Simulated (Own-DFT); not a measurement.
## Calculated data, TiO₂ (rutile, strained, atoms displaced)

A calculation, not a measurement: plane-wave PBE density functional theory by an unreviewed code, no spin, of a simulated periodic cell, stress positive in tension, free energy of the whole cell less one offset for each atom, oxygen file: force components 24 meV/angstrom off all-electron in one glass; forces on such cells passed a denser k mesh, this cell's mesh not checked; offsets are fitted by least squares, one for each functional and potential file, so energies compare only between cells with the same atoms and settings and are not formation energies; the far tail of each file's local potential was reset to the Coulomb form; each entry is a single point on an unrelaxed cell, so the pressure reflects the starting lattice, mostly measured values (interpolated for alloys), from which strain is counted, and rises with the displacements; printed positions are rounded, which can move forces by about a meV/angstrom; the program, named Own-DFT, is a retired in-house code; no spin-orbit coupling; before rounding, a Quantum ESPRESSO 7.3.1 run of the same cell and cutoff gave forces within 1 meV/angstrom rms on each cell, which checks the program and not the settings. Program: Own-DFT development build.

Common to all runs: functional PBE; potential files PseudoDojo norm-conserving, scalar-relativistic, standard set; wave cutoff 72 hartree; occupations Fermi-Dirac; smearing width 0.1 eV; k mesh 3 x 3 x 3 centred on Gamma.

(1) 
```cif
# cell vector a (Å): 9.0680 0.1497 0.1829
# cell vector b (Å): 0.1497 9.2924 0.1627
# cell vector c (Å): 0.1767 0.1572 8.8437
data_TiO2
_symmetry_space_group_name_H-M 'P 1'
_symmetry_Int_Tables_number 1
_cell_length_a 9.0711
_cell_length_b 9.2950
_cell_length_c 8.8469
_cell_angle_alpha 87.961
_cell_angle_beta 87.684
_cell_angle_gamma 88.112
_cell_volume 744.48
loop_
_atom_site_label
_atom_site_type_symbol
_atom_site_fract_x
_atom_site_fract_y
_atom_site_fract_z
_atom_site_occupancy
Ti1 Ti 0.99794 0.99227 0.00059 1
Ti2 Ti 0.25779 0.24701 0.17219 1
O1 O 0.15244 0.15277 0.00678 1
O2 O 0.35344 0.34933 0.99067 1
O3 O 0.40061 0.09503 0.16856 1
O4 O 0.09950 0.39666 0.16598 1
Ti3 Ti 0.99843 0.00584 0.33415 1
Ti4 Ti 0.25265 0.24224 0.49558 1
O5 O 0.14625 0.15184 0.33321 1
O6 O 0.35546 0.34960 0.33084 1
O7 O 0.39641 0.09760 0.49944 1
O8 O 0.09613 0.40099 0.50102 1
Ti5 Ti 0.00281 0.00349 0.66459 1
Ti6 Ti 0.24537 0.23306 0.83684 1
O9 O 0.15337 0.15784 0.67348 1
O10 O 0.34054 0.34709 0.66703 1
O11 O 0.39571 0.09688 0.82480 1
O12 O 0.10023 0.40353 0.82859 1
Ti7 Ti 0.00601 0.50286 0.99879 1
Ti8 Ti 0.24826 0.75732 0.16848 1
O13 O 0.14310 0.65596 0.00041 1
O14 O 0.35840 0.84826 0.99901 1
O15 O 0.39683 0.60296 0.17259 1
O16 O 0.09367 0.89924 0.17164 1
Ti9 Ti 0.99730 0.49386 0.33681 1
Ti10 Ti 0.24729 0.75199 0.49859 1
O17 O 0.16020 0.65452 0.33007 1
O18 O 0.34233 0.84597 0.33222 1
O19 O 0.40864 0.58960 0.50181 1
O20 O 0.09720 0.90292 0.49204 1
Ti11 Ti 0.99620 0.49349 0.66497 1
Ti12 Ti 0.24935 0.74605 0.83483 1
O21 O 0.14780 0.65387 0.66512 1
O22 O 0.34206 0.85128 0.66097 1
O23 O 0.40093 0.59833 0.83452 1
O24 O 0.08670 0.89588 0.83292 1
Ti13 Ti 0.49830 0.00639 0.99479 1
Ti14 Ti 0.75611 0.25388 0.16369 1
O25 O 0.65167 0.15131 0.00206 1
O26 O 0.84345 0.34780 0.99493 1
O27 O 0.90060 0.08643 0.16419 1
O28 O 0.59605 0.40919 0.16259 1
Ti15 Ti 0.49869 0.99797 0.33213 1
Ti16 Ti 0.75407 0.25288 0.51278 1
O29 O 0.64806 0.14364 0.33200 1
O30 O 0.84654 0.35172 0.34251 1
O31 O 0.90348 0.09243 0.50527 1
O32 O 0.59334 0.41321 0.49853 1
Ti17 Ti 0.50174 0.00472 0.66001 1
Ti18 Ti 0.74647 0.24115 0.84174 1
O33 O 0.64720 0.14991 0.67184 1
O34 O 0.84668 0.36471 0.66685 1
O35 O 0.90151 0.09745 0.82036 1
O36 O 0.60430 0.40661 0.83050 1
Ti19 Ti 0.50473 0.49939 0.99550 1
Ti20 Ti 0.76055 0.74813 0.16942 1
O37 O 0.65252 0.64950 0.00308 1
O38 O 0.84471 0.84993 0.00247 1
O39 O 0.90750 0.60052 0.16829 1
O40 O 0.60360 0.89745 0.16344 1
Ti21 Ti 0.50564 0.50050 0.34160 1
Ti22 Ti 0.75034 0.75249 0.49857 1
O41 O 0.65239 0.65724 0.33629 1
O42 O 0.85559 0.84919 0.32005 1
O43 O 0.91046 0.59358 0.50534 1
O44 O 0.59750 0.90875 0.50201 1
Ti23 Ti 0.49456 0.50089 0.67256 1
Ti24 Ti 0.75433 0.74944 0.83223 1
O45 O 0.65710 0.65597 0.65953 1
O46 O 0.85748 0.84565 0.66169 1
O47 O 0.89693 0.60252 0.82295 1
O48 O 0.59995 0.89723 0.83540 1
_calc_free_energy_of_cell_above_offsets '-15.311'  # eV
_calc_pressure 8.08  # GPa
_calc_stress_xx -9.52  # GPa
_calc_stress_yy -5.98  # GPa
_calc_stress_zz -8.73  # GPa
_calc_stress_yz 4.41  # GPa
_calc_stress_xz 4.98  # GPa
_calc_stress_xy 7.16  # GPa
```

Force:
```
element  x (eV/Å)  y (eV/Å)  z (eV/Å)
     Ti     0.291    -0.515     0.061
     Ti     0.038     1.737    -1.407
      O    -0.541    -0.683     0.433
      O     -0.39    -0.812      0.81
      O     0.158    -0.171    -0.223
      O    -0.533     0.517    -0.277
     Ti    -0.009    -1.043    -0.188
     Ti    -0.281     2.193     1.165
      O     0.598     0.518      0.22
      O    -1.046    -1.252     0.049
      O     0.456    -0.524    -0.068
      O     0.661     -0.71    -0.837
     Ti     0.553    -1.556     0.138
     Ti    -0.139     2.764     -0.13
      O    -0.947    -1.185    -0.873
      O     1.022     0.248    -0.614
      O      1.21    -0.943     0.697
      O    -0.481     0.176     1.268
     Ti      0.69    -0.012    -0.578
     Ti     1.412    -1.413     0.333
      O     0.255     -0.11    -0.128
      O    -0.887      0.18    -0.688
      O     0.521    -0.478     -0.79
      O     0.021     0.762    -1.034
     Ti     1.044     0.792      0.15
     Ti    -0.301    -0.914     0.541
      O    -1.185    -0.779     0.906
      O     1.195     1.137    -0.277
      O    -1.649     1.815     0.378
      O     0.139     0.213     0.332
     Ti     1.482     0.894     0.778
     Ti    -0.126     0.407    -1.088
      O     0.784      0.37     0.572
      O     0.347    -0.026     0.362
      O      -0.2     0.373    -0.225
      O     0.866     0.234     0.239
     Ti     0.123    -2.455     0.394
     Ti    -0.926     0.049     1.583
      O    -0.007     0.235     0.442
      O     0.269    -0.378     0.027
      O    -1.038     1.935    -0.222
      O     1.387    -1.465     0.361
     Ti     1.217    -0.696    -1.258
     Ti    -0.401     0.522     -0.75
      O     0.643      1.16     0.075
      O    -0.467    -0.908    -0.875
      O    -1.373     1.611    -0.376
      O     2.409    -2.743     1.328
     Ti    -0.275    -1.487     0.925
     Ti     0.383     1.109    -0.557
      O      0.63     0.918    -0.196
      O    -1.893    -2.935    -0.566
      O    -0.512     0.637     1.239
      O     0.107    -0.523     -0.16
     Ti    -0.577     0.652     2.043
     Ti    -1.346     0.185    -0.037
      O     0.391     0.221    -0.398
      O     0.793     0.464    -1.042
      O     0.233    -0.987    -0.133
      O    -1.349     1.365      0.21
     Ti     -0.92     1.151    -2.401
     Ti     0.623    -0.344     0.223
      O     0.357     0.029      0.49
      O    -0.534    -0.305     1.109
      O    -1.162     1.368    -1.647
      O     0.413    -0.522    -0.271
     Ti    -0.674    -0.583    -0.839
     Ti    -0.548    -0.125      0.15
      O    -0.565    -0.086     0.462
      O    -0.546     0.216    -0.279
      O     0.867    -0.887     1.379
      O    -0.759     1.399    -0.441
```

(2) 
```cif
# cell vector a (Å): 9.1934 0.1786 -0.0526
# cell vector b (Å): 0.1786 9.1240 0.0339
# cell vector c (Å): -0.0508 0.0327 8.7917
data_TiO2
_symmetry_space_group_name_H-M 'P 1'
_symmetry_Int_Tables_number 1
_cell_length_a 9.1953
_cell_length_b 9.1258
_cell_length_c 8.7919
_cell_angle_alpha 89.581
_cell_angle_beta 90.655
_cell_angle_gamma 87.767
_cell_volume 737.14
loop_
_atom_site_label
_atom_site_type_symbol
_atom_site_fract_x
_atom_site_fract_y
_atom_site_fract_z
_atom_site_occupancy
Ti1 Ti 0.00233 0.98827 0.99720 1
Ti2 Ti 0.25294 0.25196 0.16113 1
O1 O 0.15096 0.15487 0.00843 1
O2 O 0.34845 0.35789 0.99136 1
O3 O 0.39621 0.09377 0.17276 1
O4 O 0.09523 0.40080 0.16837 1
Ti3 Ti 0.99207 0.00639 0.32553 1
Ti4 Ti 0.24888 0.24468 0.51061 1
O5 O 0.15754 0.14889 0.33664 1
O6 O 0.35520 0.34656 0.32694 1
O7 O 0.40283 0.09181 0.50320 1
O8 O 0.10351 0.41158 0.50426 1
Ti5 Ti 0.00641 0.99284 0.66197 1
Ti6 Ti 0.24465 0.24306 0.82776 1
O9 O 0.15782 0.14817 0.66431 1
O10 O 0.36021 0.34073 0.66232 1
O11 O 0.40405 0.10078 0.83417 1
O12 O 0.09873 0.38867 0.83560 1
Ti7 Ti 0.00010 0.50014 0.99802 1
Ti8 Ti 0.25029 0.75168 0.16512 1
O13 O 0.14787 0.65010 0.00790 1
O14 O 0.33869 0.84651 0.99451 1
O15 O 0.39521 0.59429 0.16343 1
O16 O 0.10646 0.90755 0.16331 1
Ti9 Ti 0.99530 0.49473 0.34137 1
Ti10 Ti 0.25413 0.75348 0.49639 1
O17 O 0.15023 0.65465 0.33096 1
O18 O 0.35541 0.84188 0.33431 1
O19 O 0.40179 0.58385 0.49454 1
O20 O 0.09587 0.90224 0.50056 1
Ti11 Ti 0.00057 0.50047 0.66392 1
Ti12 Ti 0.24749 0.75130 0.83660 1
O21 O 0.14992 0.65302 0.65424 1
O22 O 0.34235 0.84311 0.66180 1
O23 O 0.40801 0.59754 0.83149 1
O24 O 0.09966 0.89501 0.83192 1
Ti13 Ti 0.49986 0.99936 0.99292 1
Ti14 Ti 0.74869 0.25247 0.17534 1
O25 O 0.65367 0.16096 0.00183 1
O26 O 0.85395 0.33803 0.99498 1
O27 O 0.89936 0.09802 0.15999 1
O28 O 0.60218 0.40785 0.17212 1
Ti15 Ti 0.50333 0.99651 0.32848 1
Ti16 Ti 0.74725 0.25498 0.49212 1
O29 O 0.64890 0.15866 0.33603 1
O30 O 0.84260 0.34678 0.33960 1
O31 O 0.90429 0.09285 0.51666 1
O32 O 0.60578 0.41047 0.48994 1
Ti17 Ti 0.50170 0.99575 0.66801 1
Ti18 Ti 0.74625 0.25013 0.82972 1
O33 O 0.64123 0.14610 0.66724 1
O34 O 0.84282 0.35304 0.65832 1
O35 O 0.89364 0.09268 0.82993 1
O36 O 0.59948 0.40728 0.83712 1
Ti19 Ti 0.49976 0.50161 0.99787 1
Ti20 Ti 0.74650 0.75477 0.16893 1
O37 O 0.65830 0.65624 0.99954 1
O38 O 0.84272 0.85108 0.00120 1
O39 O 0.89739 0.60466 0.16434 1
O40 O 0.59520 0.90603 0.16628 1
Ti21 Ti 0.49714 0.50181 0.33872 1
Ti22 Ti 0.74943 0.75046 0.49111 1
O41 O 0.65460 0.64964 0.34087 1
O42 O 0.85297 0.84792 0.34684 1
O43 O 0.90720 0.59780 0.50100 1
O44 O 0.60696 0.89758 0.49086 1
Ti23 Ti 0.49718 0.50171 0.66728 1
Ti24 Ti 0.74280 0.74584 0.82881 1
O45 O 0.66195 0.64895 0.66314 1
O46 O 0.84300 0.85408 0.67492 1
O47 O 0.90829 0.60553 0.84207 1
O48 O 0.60728 0.90790 0.84348 1
_calc_free_energy_of_cell_above_offsets '-15.364'  # eV
_calc_pressure 10.91  # GPa
_calc_stress_xx -9.12  # GPa
_calc_stress_yy -10.46  # GPa
_calc_stress_zz -13.15  # GPa
_calc_stress_yz 0.92  # GPa
_calc_stress_xz -1.95  # GPa
_calc_stress_xy 9.3  # GPa
```

Force:
```
element  x (eV/Å)  y (eV/Å)  z (eV/Å)
     Ti    -1.574     0.823    -0.926
     Ti     0.116     0.862     1.037
      O      0.16    -0.563    -1.396
      O    -0.205    -0.949     0.274
      O     0.581    -0.231    -0.846
      O    -0.242     0.128     0.735
     Ti     1.057     0.242      1.23
     Ti     1.082     0.195    -3.146
      O    -0.808     0.167     0.186
      O    -0.377    -0.209     0.589
      O     0.052    -0.163    -0.026
      O     0.387     -1.22    -0.173
     Ti    -1.956    -0.517     0.471
     Ti     0.255     1.014     2.175
      O    -0.377    -0.233     0.298
      O    -0.547     0.193     0.436
      O     0.141    -0.913    -0.218
      O    -0.662     1.234    -0.675
     Ti    -0.463    -0.538     1.068
     Ti    -0.156    -1.441      1.05
      O     0.577     0.229    -0.961
      O     1.346     0.765    -0.088
      O      0.59     0.511    -0.206
      O     -0.94     0.403     0.899
     Ti     1.022     1.138    -2.252
     Ti    -1.253    -0.584    -0.346
      O    -0.057    -0.013    -0.042
      O     0.125     0.251    -0.154
      O    -1.321     1.823     1.595
      O     0.717    -0.404     -0.81
     Ti     -0.14     0.506     1.273
     Ti    -0.252    -1.353    -0.832
      O     0.082    -0.461     1.169
      O     1.214     0.645     0.993
      O    -0.785     0.953    -0.664
      O    -0.146     0.441     0.634
     Ti     0.046     1.167     1.226
     Ti    -0.741     0.519     -3.12
      O    -1.151    -0.962     0.223
      O    -0.142     0.822     0.414
      O     0.345    -0.476     0.658
      O     0.418    -0.248    -0.826
     Ti     -1.07     0.601     0.752
     Ti    -0.207    -0.724     2.669
      O    -0.116    -0.924    -0.375
      O     1.453     0.557    -0.473
      O    -0.848     1.307    -2.265
      O     0.137     -0.74     1.589
     Ti     0.618     0.753    -1.325
     Ti     1.077     -0.59     0.749
      O     0.354     0.459    -0.269
      O     0.246    -0.079     0.529
      O     1.118    -0.028      0.39
      O      0.19    -0.194    -0.679
     Ti     0.046    -0.691     1.546
     Ti     1.077    -1.085    -1.309
      O    -1.001    -0.377     0.709
      O     0.869     0.424     0.738
      O     0.466    -0.842     0.577
      O     0.481    -0.422    -0.214
     Ti    -0.401     -1.01    -2.477
     Ti     0.542    -0.172     1.941
      O    -0.011     0.532    -1.043
      O     0.339     0.634    -1.665
      O    -0.354      0.04    -0.146
      O    -1.416     1.082      1.07
     Ti     0.709    -0.632     0.081
     Ti      1.63    -0.013     -0.46
      O    -1.157    -0.445     0.311
      O      0.39    -0.533    -0.356
      O     0.135    -0.508    -1.059
      O    -1.311     0.069     -0.46
```

(3) 
```cif
# cell vector a (Å): 9.1322 0.0776 -0.0667
# cell vector b (Å): 0.0776 9.1751 -0.0503
# cell vector c (Å): -0.0645 -0.0486 8.9966
data_TiO2
_symmetry_space_group_name_H-M 'P 1'
_symmetry_Int_Tables_number 1
_cell_length_a 9.1328
_cell_length_b 9.1756
_cell_length_c 8.9970
_cell_angle_alpha 90.627
_cell_angle_beta 90.832
_cell_angle_gamma 89.026
_cell_volume 753.70
loop_
_atom_site_label
_atom_site_type_symbol
_atom_site_fract_x
_atom_site_fract_y
_atom_site_fract_z
_atom_site_occupancy
Ti1 Ti 0.99452 0.99860 0.99780 1
Ti2 Ti 0.25295 0.25418 0.16417 1
O1 O 0.14558 0.15412 0.00279 1
O2 O 0.36236 0.34869 0.00119 1
O3 O 0.40048 0.09922 0.16541 1
O4 O 0.09646 0.41044 0.15816 1
Ti3 Ti 0.00105 0.00223 0.33392 1
Ti4 Ti 0.24761 0.25118 0.49690 1
O5 O 0.15160 0.14385 0.32452 1
O6 O 0.34867 0.34441 0.33562 1
O7 O 0.40422 0.09193 0.50820 1
O8 O 0.10228 0.39552 0.49397 1
Ti5 Ti 0.00261 0.98459 0.66765 1
Ti6 Ti 0.25230 0.24571 0.83735 1
O9 O 0.15305 0.15332 0.66957 1
O10 O 0.35497 0.33905 0.66555 1
O11 O 0.39268 0.09832 0.82216 1
O12 O 0.08978 0.39674 0.83814 1
Ti7 Ti 0.00244 0.50203 0.00117 1
Ti8 Ti 0.25299 0.74768 0.17154 1
O13 O 0.15865 0.64530 0.00418 1
O14 O 0.34298 0.85085 0.00771 1
O15 O 0.38765 0.59881 0.15706 1
O16 O 0.09889 0.90115 0.16989 1
Ti9 Ti 0.00149 0.50735 0.32689 1
Ti10 Ti 0.24912 0.74784 0.49594 1
O17 O 0.14905 0.64862 0.33632 1
O18 O 0.35072 0.85874 0.33166 1
O19 O 0.39704 0.59105 0.50810 1
O20 O 0.09677 0.90721 0.49856 1
Ti11 Ti 0.00334 0.49861 0.66842 1
Ti12 Ti 0.24617 0.75360 0.82676 1
O21 O 0.14463 0.65046 0.66878 1
O22 O 0.34628 0.84728 0.66416 1
O23 O 0.39153 0.59551 0.83294 1
O24 O 0.09248 0.91209 0.82366 1
Ti13 Ti 0.50048 0.00692 0.00453 1
Ti14 Ti 0.75462 0.25517 0.16865 1
O25 O 0.65527 0.14933 0.99392 1
O26 O 0.84104 0.33853 0.00154 1
O27 O 0.90771 0.09726 0.16886 1
O28 O 0.60175 0.40003 0.16721 1
Ti15 Ti 0.50043 0.99903 0.33525 1
Ti16 Ti 0.75166 0.24645 0.49911 1
O29 O 0.65400 0.15530 0.33436 1
O30 O 0.83604 0.34951 0.33433 1
O31 O 0.90548 0.09491 0.48988 1
O32 O 0.59075 0.40269 0.48091 1
Ti17 Ti 0.51268 0.99918 0.66879 1
Ti18 Ti 0.75198 0.25059 0.83042 1
O33 O 0.65042 0.14842 0.67121 1
O34 O 0.84385 0.34901 0.67375 1
O35 O 0.90884 0.09632 0.82903 1
O36 O 0.60143 0.39432 0.83588 1
Ti19 Ti 0.49849 0.49442 0.00089 1
Ti20 Ti 0.75682 0.74825 0.16742 1
O37 O 0.65453 0.65580 0.99252 1
O38 O 0.84291 0.84959 0.00710 1
O39 O 0.90288 0.59946 0.15946 1
O40 O 0.60447 0.90441 0.17266 1
Ti21 Ti 0.50524 0.49793 0.34133 1
Ti22 Ti 0.75463 0.75254 0.49758 1
O41 O 0.64463 0.65132 0.32364 1
O42 O 0.84380 0.84536 0.32930 1
O43 O 0.90579 0.60249 0.50131 1
O44 O 0.59512 0.89842 0.49499 1
Ti23 Ti 0.49785 0.50699 0.66775 1
Ti24 Ti 0.74507 0.75057 0.82883 1
O45 O 0.64807 0.65698 0.67223 1
O46 O 0.84813 0.85301 0.66604 1
O47 O 0.90139 0.59694 0.82987 1
O48 O 0.59852 0.90728 0.84710 1
_calc_free_energy_of_cell_above_offsets '-16.642'  # eV
_calc_pressure 4.38  # GPa
_calc_stress_xx -6.38  # GPa
_calc_stress_yy -5.73  # GPa
_calc_stress_zz -1.03  # GPa
_calc_stress_yz -0.93  # GPa
_calc_stress_xz -2.25  # GPa
_calc_stress_xy 3.74  # GPa
```

Force:
```
element  x (eV/Å)  y (eV/Å)  z (eV/Å)
     Ti    -0.288     0.555     1.163
     Ti    -0.117    -0.937     0.646
      O     0.974     0.521     0.038
      O    -1.569    -1.133     0.104
      O     0.088     0.332     0.146
      O     0.483    -0.922     1.453
     Ti     0.562     0.215    -1.264
     Ti     0.513    -1.215     1.126
      O     0.867     1.243     0.158
      O     -0.36      0.05    -0.561
      O     0.099     0.202    -0.401
      O    -1.336     1.232    -0.057
     Ti    -0.283     2.847    -1.221
     Ti    -0.671     -0.48    -1.748
      O    -0.075     0.271    -0.341
      O    -0.012     0.993     0.032
      O     1.101    -0.907     0.973
      O     0.392     0.383    -0.547
     Ti     0.207     0.255    -1.739
     Ti    -0.008      1.19    -2.014
      O    -1.142     0.441    -1.008
      O    -0.113    -0.096    -0.957
      O     1.616    -1.082     0.515
      O    -0.373    -0.389    -0.577
     Ti      -0.3    -0.802      0.74
     Ti     0.326     1.245     0.807
      O     0.219     0.323     0.268
      O    -1.173    -1.822     0.857
      O     -0.38     0.817    -0.589
      O     1.078     -1.62     0.004
     Ti    -0.401    -0.686     0.674
     Ti     1.037     0.072     1.488
      O     0.598     0.588    -0.454
      O    -0.466    -0.869     0.209
      O     0.922     -0.31    -0.656
      O     1.941    -2.321      2.02
     Ti     0.307    -0.158     0.254
     Ti    -0.307    -0.865    -0.866
      O    -0.784    -0.453     0.559
      O     1.166     1.123     0.196
      O    -0.665     0.248    -0.485
      O    -0.951     0.874    -0.117
     Ti     0.137     0.729    -0.168
     Ti      0.56    -0.726    -0.492
      O    -0.371    -0.448     0.431
      O     1.515       0.9     0.648
      O    -1.308     1.212     0.986
      O     1.498    -0.994     2.894
     Ti    -1.189     0.346    -0.294
     Ti     0.251    -0.356     1.138
      O     0.394     0.096    -0.981
      O     0.174     0.135    -1.405
      O    -0.738     0.221     0.274
      O    -1.127     1.521    -0.478
     Ti     0.872     0.813     0.345
     Ti    -1.624     0.693     -1.08
      O    -0.373    -0.462     0.037
      O     0.861      0.27    -0.744
      O     0.117    -0.449     0.999
      O    -0.856     0.509    -0.476
     Ti    -0.917     0.867    -2.644
     Ti    -0.181     0.091    -0.825
      O     0.513     0.197     0.964
      O     0.255    -0.248     1.206
      O      -0.3    -0.365    -0.387
      O     0.792    -0.441     0.638
     Ti    -0.611    -1.331     1.395
     Ti      0.08    -0.319      2.06
      O    -0.136    -0.341    -1.033
      O    -1.047    -0.957    -0.443
      O         0     0.336    -0.204
      O     0.036    -0.452     -1.19
```
